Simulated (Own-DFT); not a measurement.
# Computed records: Si₃N₄ (beta silicon nitride, strained, atoms displaced)

A calculation, not a measurement: plane-wave PBE density functional theory by an unreviewed code, no spin, of a simulated periodic cell, stress positive in tension, free energy of the whole cell less one offset for each atom, forces on such cells moved up to 12 meV/angstrom on a denser k mesh; offsets are fitted by least squares, one for each functional and potential file, so energies compare only between cells with the same atoms and settings and are not formation energies; the far tail of each file's local potential was reset to the Coulomb form; each entry is a single point on an unrelaxed cell, so the pressure reflects the starting lattice, mostly measured values (interpolated for alloys), from which strain is counted, and rises with the displacements; printed positions are rounded, which can move forces by about a meV/angstrom; the program, named Own-DFT, is a retired in-house code; no spin-orbit coupling; before rounding, a Quantum ESPRESSO 7.3.1 run of the same cell and cutoff gave forces within 1 meV/angstrom rms on each cell, which checks the program and not the settings. Program: Own-DFT development build.

Common to all runs: functional PBE; potential files PseudoDojo norm-conserving, scalar-relativistic, standard set; wave cutoff 42 hartree; occupations Fermi-Dirac; smearing width 0.1 eV; k mesh 2 x 2 x 4 centred on Gamma.

(1) 
```xyz
112
Lattice="15.2049 0.0439 0.0802 -7.5644 13.2333 -0.1958 0.0307 -0.0688 5.7436" Properties=species:S:1:pos:R:3:force_x:R:1:force_y:R:1:force_z:R:1 formula=Si3N4 free_energy_of_cell_above_offsets=-7.938 pressure=10.34 stress_xx=-9.38 stress_yy=-5.6 stress_zz=-16.05 stress_yz=-3.83 stress_xz=3.43 stress_xy=1.41
Si    -1.6182     5.0946     0.6523      1.294     -1.123     -0.179
Si     0.1792     2.7087     0.7129      0.564     -0.764     -1.621
Si     1.4484     5.4861     0.6507     -2.327     -0.901     -0.225
Si     5.4555     1.5230     2.0987     -1.706     -0.301      1.632
Si     3.6129     3.9080     2.0925     -1.151     -1.276      1.068
Si     2.4448     1.0663     2.1334     -1.291      1.371     -0.033
N      2.2963     0.1333     0.7176      0.421      1.779      -1.01
N      6.1977     2.0288     0.6233      3.746      1.321      5.632
N      2.7716     4.4688     0.7224      1.652     -1.056     -0.948
N      1.3611     6.3475     2.0660      0.775      3.144      1.577
N     -2.4440     4.6564     2.0738      1.186      0.188      1.077
N      0.9906     2.1394     2.1205      2.348     -1.648     -2.515
N      0.0204     4.3650     0.6556     -0.872      2.616     -0.218
N      3.7553     2.1396     2.1729      2.144      0.619     -0.801
Si    -1.4453     5.0516     3.5482     -2.588     -0.553     -1.347
Si     0.3162     2.6366     3.4869     -2.415      0.415      4.533
Si     1.4346     5.3670     3.5009      0.024      2.296       0.19
Si     5.5019     1.5617     5.0344     -6.853       -4.1     -0.725
Si     3.6318     3.8952     5.0040     -1.743     -0.625      0.082
Si     2.4366     1.0936     5.0085      0.382      1.826      1.426
N      2.3773     0.1920     3.5961      0.152     -1.511     -0.671
N      6.1899     2.0111     3.7002      4.156       1.52     -7.269
N      2.7946     4.3708     3.5566      1.251     -0.229     -0.131
N      1.4413     6.3243     4.9714      0.373       1.59     -1.469
N     -2.4168     4.5230     4.9296      2.953      1.751      0.112
N      1.0425     2.1403     5.0260      0.301     -0.297     -1.021
N      0.0874     4.3663     3.4645     -0.798     -1.626      0.524
N      3.8007     2.2075     4.9844      0.648     -2.085      0.674
Si    -5.3464    11.7039     0.4965     -1.251     -2.907       1.47
Si    -3.5323     9.2742     0.5395     -1.449      1.493      2.494
Si    -2.3014    12.0378     0.5021     -3.836      2.505     -2.698
Si     1.6707     8.2432     1.9987     -1.642     -2.419      2.064
Si    -0.1510    10.5912     2.0219      0.098     -1.217      0.428
Si    -1.3813     7.7373     1.9685      3.413      0.803      4.599
N     -1.3567     6.8304     0.6123     -0.553     -2.418      -0.75
N      2.5150     8.6055     0.6408     -0.176     -0.055     -2.993
N     -1.0340    11.0578     0.5617      2.352     -1.857      2.076
N     -2.1941    12.9897     1.8732     -0.495       2.48      1.051
N     -6.2356    11.1311     2.0750      3.685      2.555     -2.499
N     -2.6535     8.7787     2.0567     -2.837      1.404     -1.367
N     -3.7465    11.0888     0.5489      0.379     -2.062     -0.046
N      0.0690     8.8700     2.0659     -1.005     -1.459     -0.696
Si    -5.3338    11.7065     3.4384      0.254     -1.313     -2.521
Si    -3.4881     9.2902     3.5016     -1.453      0.124     -1.925
Si    -2.4036    12.0877     3.3051      1.764     -1.885      1.334
Si     1.6426     8.1291     4.8463      0.778     -2.089      2.708
Si    -0.1383    10.5333     5.0159      1.792     -1.319     -5.904
Si    -1.3102     7.6707     4.9640      0.423      1.777     -2.328
N     -1.3517     6.7478     3.5381     -0.054      0.788     -1.587
N      2.5550     8.5807     3.5060     -4.283     -1.881      -0.94
N     -0.9226    11.0491     3.4282     -1.289      0.506      2.001
N     -2.3541    12.9612     4.7403      0.426      2.067      2.439
N     -6.1121    11.0586     4.7394      0.971      0.966      3.511
N     -2.7188     8.7456     4.8801      1.723     -0.989      0.868
N     -3.7381    10.9942     3.3837     -0.051      0.582     -0.087
N      0.0813     8.7193     4.8972     -1.281      2.253      0.565
Si     5.9954     5.0511     0.7357      0.505      2.334     -0.848
Si     7.8521     2.7657     0.7373     -1.311     -1.901     -1.801
Si     8.9944     5.3872     0.6109      0.251      1.948      3.352
Si    13.1782     1.5521     2.1741      -4.51     -1.836     -1.205
Si    11.2187     3.9159     2.1997      2.848     -1.271     -2.522
Si    10.0196     1.1933     2.1630      3.404      -2.15      0.196
N     10.0205     0.1863     0.7196     -0.352       3.03      0.255
N     13.7984     2.0393     0.6641      2.507      1.093      3.258
N     10.4592     4.4031     0.7707     -2.242      1.098     -1.909
N      8.9468     6.3480     2.1054      1.199      1.261      0.046
N      5.1865     4.5638     2.1313       0.54      0.479      1.311
N      8.6330     2.1704     2.1163     -0.281      0.108       0.63
N      7.5640     4.3822     0.7214      0.911       1.63     -0.161
N     11.4922     2.2260     2.2229      -1.12     -1.085     -0.068
Si     6.0520     5.0760     3.5771     -0.655      0.765      1.023
Si     7.8795     2.6752     3.5441     -2.201      1.502      2.457
Si     9.1075     5.3784     3.5503     -2.804       3.96     -0.529
Si    13.0598     1.4852     5.0636     -2.513      -2.11     -1.853
Si    11.2667     3.9569     5.0388      -1.41     -2.981     -0.447
Si    10.0491     1.1631     5.0359      0.875     -1.748     -0.101
N     10.0214     0.0561     3.5913     -0.021      8.866     -0.284
N     13.8681     1.8997     3.6096      2.811      1.826      1.297
N     10.4496     4.4167     3.5183     -0.656     -0.045      4.483
N      9.0067     6.4112     5.0637      0.668     -1.598     -2.213
N      5.2106     4.4584     5.0894      1.472       2.03     -2.226
N      8.6878     2.2344     5.0317      0.045     -0.534     -0.805
N      7.6281     4.4665     3.5988      1.073     -2.801     -0.145
N     11.4248     2.1649     5.0877      0.528      0.761     -0.606
Si     2.2403    11.7687     0.5830      1.646     -2.049      0.633
Si     4.0640     9.3436     0.5913      1.321     -0.258      1.582
Si     5.2536    12.0903     0.5724      0.264     -1.622     -0.158
Si     9.2752     8.2607     2.1073     -1.282     -3.249      1.027
Si     7.4499    10.5237     2.0638     -2.669      0.644      0.804
Si     6.1571     7.7024     2.0878      1.775       5.17      3.444
N      6.1822     6.9321     0.7087     -0.356     -5.535     -3.494
N     10.0068     8.6687     0.6679      3.273      0.904     -0.711
N      6.6801    11.0534     0.5588     -0.687      0.657      2.794
N      5.2058    13.0312     1.9804      0.773      1.423      0.358
N      1.4169    11.2033     1.9726      1.192      1.037      0.929
N      4.8402     8.8588     2.1384      0.429     -0.656     -1.676
N      3.8760    11.0290     0.5844     -0.988      1.141      0.011
N      7.7255     8.8673     2.0139     -3.252     -1.914      0.953
Si     2.3216    11.7381     3.5255     -2.499     -4.416     -3.069
Si     3.9723     9.2983     3.5442      5.678      2.162     -0.031
Si     5.1904    12.0529     3.3740      1.214      0.124      2.797
Si     9.1986     8.1439     4.9993      1.447     -0.983     -0.681
Si     7.5509    10.4786     4.9727     -3.123      0.594     -2.775
Si     6.3380     7.7765     5.0019     -2.113     -0.443     -0.363
N      6.2506     6.8608     3.5623     -0.617     -2.891     -0.003
N     10.1019     8.5983     3.5674      0.786     -0.046      0.427
N      6.6004    11.0990     3.5525      1.795     -1.751     -1.369
N      5.3844    12.9527     4.9477     -0.996      2.227     -2.806
N      1.4861    11.2867     4.8752     -2.974     -1.894      1.737
N      4.9544     8.7895     4.9281     -1.561      0.474      0.054
N      3.8026    11.0457     3.4677      1.691     -1.637      0.079
N      7.6483     8.7654     5.0139      1.242      1.383     -0.691
```

Units: free_energy_of_cell_above_offsets in eV; pressure, stress_xx, stress_yy, stress_zz, stress_yz, stress_xz, stress_xy in GPa; force_x, force_y, force_z in eV/Å.

(2) 
```xyz
112
Lattice="15.0577 -0.2777 0.1490 -7.7693 13.2196 -0.0264 0.0570 0.0212 5.8418" Properties=species:S:1:pos:R:3 formula=Si3N4
Si    -1.6907     5.0099     0.6863
Si     0.2439     2.6156     0.7940
Si     1.3321     5.3201     0.7950
Si     5.3385     1.4603     2.2192
Si     3.5328     3.8833     2.2616
Si     2.4068     1.1058     2.1860
N      2.4710     0.1766     0.7214
N      6.1681     1.8917     0.7338
N      2.7204     4.3670     0.7301
N      1.2957     6.3211     2.3295
N     -2.4392     4.5837     2.2310
N      1.0187     2.1042     2.2304
N     -0.0998     4.3634     0.6668
N      3.8161     2.1428     2.2582
Si    -1.6520     5.0235     3.6588
Si     0.2344     2.5760     3.7142
Si     1.2815     5.3740     3.6921
Si     5.3079     1.3622     5.1191
Si     3.5789     3.8280     5.2093
Si     2.4692     1.0418     5.1155
N      2.4242     0.1879     3.6344
N      6.1693     1.9519     3.8172
N      2.7042     4.4134     3.5925
N      1.3241     6.3341     5.1370
N     -2.3906     4.6190     5.0761
N      1.0904     2.1598     5.1521
N     -0.0872     4.3104     3.6715
N      3.7626     2.1477     5.1943
Si    -5.6381    11.7157     0.7098
Si    -3.6883     9.2819     0.7570
Si    -2.6560    11.9926     0.7836
Si     1.3960     7.9959     2.3438
Si    -0.3638    10.4935     2.1200
Si    -1.4075     7.7435     2.2226
N     -1.5437     6.7884     0.8034
N      2.1465     8.5250     0.8073
N     -1.2362    10.9558     0.8176
N     -2.5211    13.0906     2.2252
N     -6.3507    11.2283     2.1399
N     -2.8800     8.7889     2.2292
N     -3.8978    10.9872     0.7277
N     -0.0272     8.7336     2.2345
Si    -5.5310    11.6339     3.6726
Si    -3.7021     9.2840     3.6050
Si    -2.5029    11.9471     3.6928
Si     1.5739     8.0757     5.1546
Si    -0.3546    10.4879     5.1625
Si    -1.4775     7.6866     5.1190
N     -1.4808     6.7737     3.6752
N      2.2544     8.4446     3.6411
N     -1.1294    10.9196     3.6832
N     -2.5409    12.9522     5.0610
N     -6.3322    11.2372     5.1127
N     -2.7772     8.8269     5.2169
N     -3.8720    10.9255     3.6758
N     -0.1527     8.7495     5.1757
Si     5.8771     4.9632     0.7725
Si     7.6654     2.4988     0.8673
Si     8.8114     5.2372     0.9054
Si    12.9338     1.3662     2.2274
Si    11.0080     3.7133     2.2825
Si    10.0178     0.9266     2.2914
N      9.8717     0.0267     0.8767
N     13.6036     1.6822     0.8230
N     10.2309     4.2855     0.8637
N      8.8252     6.2084     2.3399
N      5.0593     4.4637     2.2181
N      8.5221     2.0155     2.1956
N      7.3944     4.1865     0.8049
N     11.3137     1.9204     2.1960
Si     5.8926     5.0044     3.6220
Si     7.7030     2.4869     3.6916
Si     8.8226     5.2440     3.7255
Si    12.9074     1.3657     5.2322
Si    11.0557     3.7812     5.2119
Si     9.9118     0.9442     5.1587
N      9.9879    -0.0406     3.6633
N     13.6370     1.6560     3.7444
N     10.3364     4.1826     3.7921
N      8.9705     6.1964     5.2788
N      5.0753     4.4623     5.2898
N      8.5446     2.0371     5.1355
N      7.5293     4.2791     3.6239
N     11.3176     2.0519     5.2943
Si     1.9383    11.4506     0.8233
Si     3.8499     9.0606     0.7578
Si     4.9064    11.8616     0.7894
Si     8.9865     7.9069     2.2607
Si     7.0643    10.2348     2.3665
Si     6.0366     7.5428     2.2218
N      5.9800     6.6216     0.8278
N      9.7398     8.2646     0.8794
N      6.3243    10.7538     0.8073
N      4.9113    12.8042     2.2691
N      1.1198    11.1681     2.2098
N      4.6284     8.6124     2.2520
N      3.5240    10.8599     0.8320
N      7.3969     8.6205     2.3471
Si     1.9615    11.4963     3.7125
Si     3.7560     9.1044     3.7559
Si     4.9649    11.7883     3.8207
Si     9.0760     7.9496     5.2836
Si     7.2327    10.3044     5.1702
Si     6.0047     7.6367     5.2004
N      6.0024     6.6031     3.7814
N      9.8099     8.3351     3.8182
N      6.3593    10.7957     3.6841
N      4.9261    12.7908     5.1684
N      1.2060    11.1177     5.1583
N      4.6537     8.6022     5.0660
N      3.6365    10.7473     3.7027
N      7.4395     8.5628     5.2443
```

Q: Estimate the stress xx of Si₃N₄ (beta silicon nitride, strained, atoms displaced) (entry 2).
A: -14.36 GPa

Further results for Si₃N₄ (beta silicon nitride, strained, atoms displaced) (entry 2):

- free energy of cell above offsets: -8.203 eV
- pressure: 11.2 GPa
- stress yy: -10.64 GPa
- stress zz: -8.61 GPa
- stress yz: 0.82 GPa
- stress xz: 2.62 GPa
- stress xy: -6.89 GPa

Force:
```
element  x (eV/Å)  y (eV/Å)  z (eV/Å)
     Si     0.956     1.695     2.145
     Si    -1.735     1.355    -1.662
     Si    -1.425     2.388    -0.532
     Si     2.132     3.859     0.616
     Si    -1.524    -1.819    -1.657
     Si     1.696     0.681     0.289
      N    -0.868    -1.194     0.856
      N    -3.797    -2.141     0.367
      N    -0.423    -0.395     2.261
      N    -0.077    -0.747    -3.161
      N    -0.184    -0.169    -2.022
      N    -0.317    -0.069    -0.194
      N     1.331    -1.624     0.959
      N    -2.811     0.769    -0.208
     Si      1.67     1.112    -1.423
     Si     -1.43     1.515    -0.378
     Si     -0.05    -0.841     1.613
     Si     1.395     3.817      2.06
     Si    -2.053     0.024    -2.582
     Si    -0.532     2.517     -0.81
      N     -0.43    -2.146     0.594
      N    -2.451    -1.174    -3.417
      N     0.478    -0.797     3.381
      N     0.604     0.066     1.084
      N    -1.128     -0.16     1.611
      N    -0.246    -0.962      0.15
      N     1.201    -0.519    -0.132
      N     0.276    -1.338    -0.422
     Si     3.025    -0.961     0.722
     Si     0.392    -0.626     0.158
     Si     3.274     3.264     -0.03
     Si     1.447    -0.785    -4.051
     Si    -1.169    -2.708      3.87
     Si    -1.716    -0.468     0.054
      N    -0.102    -1.509    -1.198
      N     2.636    -0.088     0.201
      N    -0.648     0.978    -2.553
      N    -0.558    -7.246     0.097
      N    -0.605    -0.214     2.025
      N     0.942    -0.758    -1.038
      N    -4.977    -1.085     0.115
      N     -4.08     2.421    -0.094
     Si     2.022     0.683    -2.534
     Si      2.03    -1.635     2.803
     Si     0.055      1.36    -1.625
     Si    -4.504    -1.261     1.024
     Si    -1.436    -2.298    -0.171
     Si     0.128      0.68      1.42
      N    -0.192    -0.492    -0.444
      N     0.697     0.678     2.807
      N    -0.288     0.727    -0.794
      N     -0.29    -2.712     2.088
      N     1.902     1.003    -0.428
      N    -1.765    -0.169    -2.608
      N    -2.032     2.759    -0.177
      N     2.417     0.491    -0.337
     Si     0.133    -2.524      0.51
     Si     2.111      0.62    -3.526
     Si    -0.751    -0.061    -1.609
     Si    -3.858    -3.605     3.751
     Si     0.737    -2.161     0.564
     Si    -2.407      0.44    -1.448
      N    -0.401    -1.799    -2.899
      N     5.335     2.146    -1.627
      N     0.466    -0.416    -0.062
      N     0.086     0.342    -0.787
      N     2.332     1.636     0.623
      N     1.409     -0.92     2.886
      N      1.93      1.84     0.134
      N     0.478     3.598     0.926
     Si      0.39    -4.717     2.472
     Si     2.564     1.793     0.291
     Si     3.165     0.991     3.013
     Si    -3.095     -1.86    -1.292
     Si    -0.016    -2.252     1.889
     Si     0.816     0.811     1.413
      N    -0.528      0.66     2.534
      N     3.088     1.375     0.311
      N    -3.132      2.02    -2.045
      N    -0.656    -0.166     -1.08
      N     2.278     1.619    -3.755
      N     0.307    -0.376     0.734
      N    -2.927    -2.073     0.389
      N    -0.767    -0.759    -0.974
     Si     2.184     3.067    -2.015
     Si    -1.574     2.171     1.317
     Si     0.494     0.239      1.74
     Si    -1.496    -0.246     4.187
     Si      1.61     1.231    -5.093
     Si    -0.664     1.239     2.726
      N     0.107     1.661    -1.395
      N     3.653     2.674    -0.514
      N    -0.276     0.351    -0.116
      N     0.864      -0.6       0.5
      N     1.116    -0.309     2.378
      N     0.363    -0.786    -0.199
      N     0.969    -2.692    -0.568
      N     0.137    -2.653    -0.303
     Si     2.293     0.127    -1.388
     Si     2.503    -0.055    -3.496
     Si    -0.491     2.349    -3.447
     Si    -2.427    -2.731    -1.673
     Si    -3.968    -1.653     1.294
     Si     1.985     -2.21    -0.567
      N     0.101     3.822    -1.155
      N    -0.347     0.318    -1.837
      N     -0.45     0.734     4.575
      N     0.704     0.999     0.973
      N     0.033    -0.073     0.915
      N    -0.756     0.157     2.854
      N    -2.531     1.699     0.507
      N     -0.09     1.239    -0.226
```
